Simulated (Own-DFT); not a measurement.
# Which defects push the lattice out? C11b WSi2

No measurement is shown. These are fixed-geometry runs of a retired plane-wave code named Own-DFT, which no person has reviewed; spin and spin-orbit coupling are neglected.

Settings: PBEsol; PseudoDojo norm-conserving scalar-relativistic files, made for PBE; cutoff 50 hartree; 5 x 5 x 5 k mesh centred on Gamma; cold (Marzari-Vanderbilt) smearing of 0.2 eV.

Keep in mind: forces on such cells failed a check on a denser k mesh; stress not checked against mesh or cutoff.

All runs share one cell, with vectors in Å (-2.148, -5.953, 3.409); (-6.444, 2.976, 1.136); (-2.553, -2.948, -6.757) and a volume of 403.2 Å³. The atoms are randomly displaced, by u rms on each axis. The defect's site can differ from row to row.

| cell | formula | u (Å) | P (GPa) |
|---|---|---|---|
| no defect | Si20W10 | 0.0198 | 0.37 |
| no defect | Si20W10 | 0.0516 | 1.65 |
| no defect | Si20W10 | 0.0522 | 2.30 |
| one W on a Si site | Si19W11 | 0.0274 | 5.45 |
| one W on a Si site | Si19W11 | 0.0477 | 6.55 |
| one W on a Si site | Si19W11 | 0.0532 | 6.65 |
| one Si on a W site | Si21W9 | 0.0278 | 2.48 |
| one Si on a W site | Si21W9 | 0.0311 | 2.38 |
| one Si on a W site | Si21W9 | 0.0477 | ? |
| one Si on a W site | Si21W9 | 0.0507 | 3.27 |
| one W vacancy | Si20W9 | 0.0310 | 0.17 |
| one W vacancy | Si20W9 | 0.0503 | 0.62 |
| one W vacancy | Si20W9 | 0.0507 | 1.49 |
| one Si vacancy | Si19W10 | 0.0294 | -0.83 |
| one Si vacancy | Si19W10 | 0.0337 | -0.27 |
| one Si vacancy | Si19W10 | 0.0518 | 0.45 |

## Fit

P = P0 + c u² + a shift for each defect gives P0 = 0.26 GPa, c = 611 ± 85 GPa/Å² and a scatter of 0.29 GPa. The shifts, and each times the cell's volume:

- one W on a Si site: 4.76 ± 0.23 GPa, 12.0 eV
- one Si on a W site: 1.57 ± 0.24 GPa, 3.9 eV
- one W vacancy: -0.74 ± 0.23 GPa, -1.9 eV
- one Si vacancy: -1.43 ± 0.24 GPa, -3.6 eV

Positive is outwards. The product with the volume (160.2 GPa Å³ to the eV) is nearly free of the cell's size; divided by the bulk modulus at the cell's pressure it gives the volume that the defect adds. The atoms around the defects weren't relaxed, which would change these numbers.

## Prediction

Asked: what pressure belongs in the blank (one Si on a W site, u = 0.0477 Å)?

The fit gives 3.22 ± 0.34 GPa. The hidden result is 3.59 GPa.
